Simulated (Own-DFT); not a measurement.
# One host, several defects: zincblende GaAs

The numbers are computed, not measured, by runs of the plane-wave DFT program Own-DFT (in-house, retired, unreviewed) at fixed positions, with no spin and no spin-orbit coupling.

Method: PBE; PseudoDojo norm-conserving scalar-relativistic files; cutoff 42 hartree; 3 x 3 x 3 k mesh centred on Gamma; Fermi-Dirac smearing of 0.1 eV.

Keep in mind (not all hold for every row): not probed for a lower state with spin; forces on such cells failed a check on a denser k mesh; forces not confirmed at this smearing and k mesh; stress not checked against mesh or cutoff.

All runs share one cell, with vectors in Å (11.307, 0.000, 0.000); (0.000, 11.307, 0.000); (0.000, 0.000, 11.307) and a volume of 1445.4 Å³. Atoms were moved at random from their sites; u is the rms move along one axis. The defect's site can differ from row to row.

```
                    cell   formula   u (Å)  P (GPa)
               no defect  As32Ga32  0.0201     3.52
               no defect  As32Ga32  0.0508     4.00
               no defect  As32Ga32  0.0519     4.02
        two As vacancies  As30Ga32  0.0301     3.28
        two As vacancies  As30Ga32  0.0524     3.66
        two As vacancies  As30Ga32  0.0536     3.70
two As on a Ga site each  As34Ga30  0.0270     4.77
two As on a Ga site each  As34Ga30  0.0306     4.79
two As on a Ga site each  As34Ga30  0.0308        ?
two As on a Ga site each  As34Ga30  0.0315     4.80
     one As on a Ga site  As33Ga31  0.0312     4.28
     one As on a Ga site  As33Ga31  0.0318     4.29
     one As on a Ga site  As33Ga31  0.0494     4.69
        two Ga vacancies  As32Ga30  0.0311     2.98
        two Ga vacancies  As32Ga30  0.0316     3.01
        two Ga vacancies  As32Ga30  0.0319     2.98
```

## Worked fit

P = P0 + c u² + a shift for each defect gives P0 = 3.41 GPa, c = 230 ± 10 GPa/Å² and a scatter of 0.03 GPa. The shifts, and each times the cell's volume:

- two As on a Ga site each: 1.17 ± 0.02 GPa, 10.5 eV (5.3 eV for each of its 2 sites)
- one As on a Ga site: 0.67 ± 0.02 GPa, 6.0 eV
- two As vacancies: -0.36 ± 0.02 GPa, -3.3 eV (-1.6 eV for each of its 2 sites)
- two Ga vacancies: -0.65 ± 0.02 GPa, -5.9 eV (-2.9 eV for each of its 2 sites)

Against the defect-free cell, a freed cell would be larger where the shift is positive and smaller where it is negative (160.2 GPa Å³ is 1 eV). The atoms around the defects weren't relaxed, which would change these numbers.

## Withheld run

Asked: what pressure belongs in the blank (two As on a Ga site each, u = 0.0308 Å)?

The fit gives 4.80 ± 0.03 GPa. Computed: 4.83 GPa.
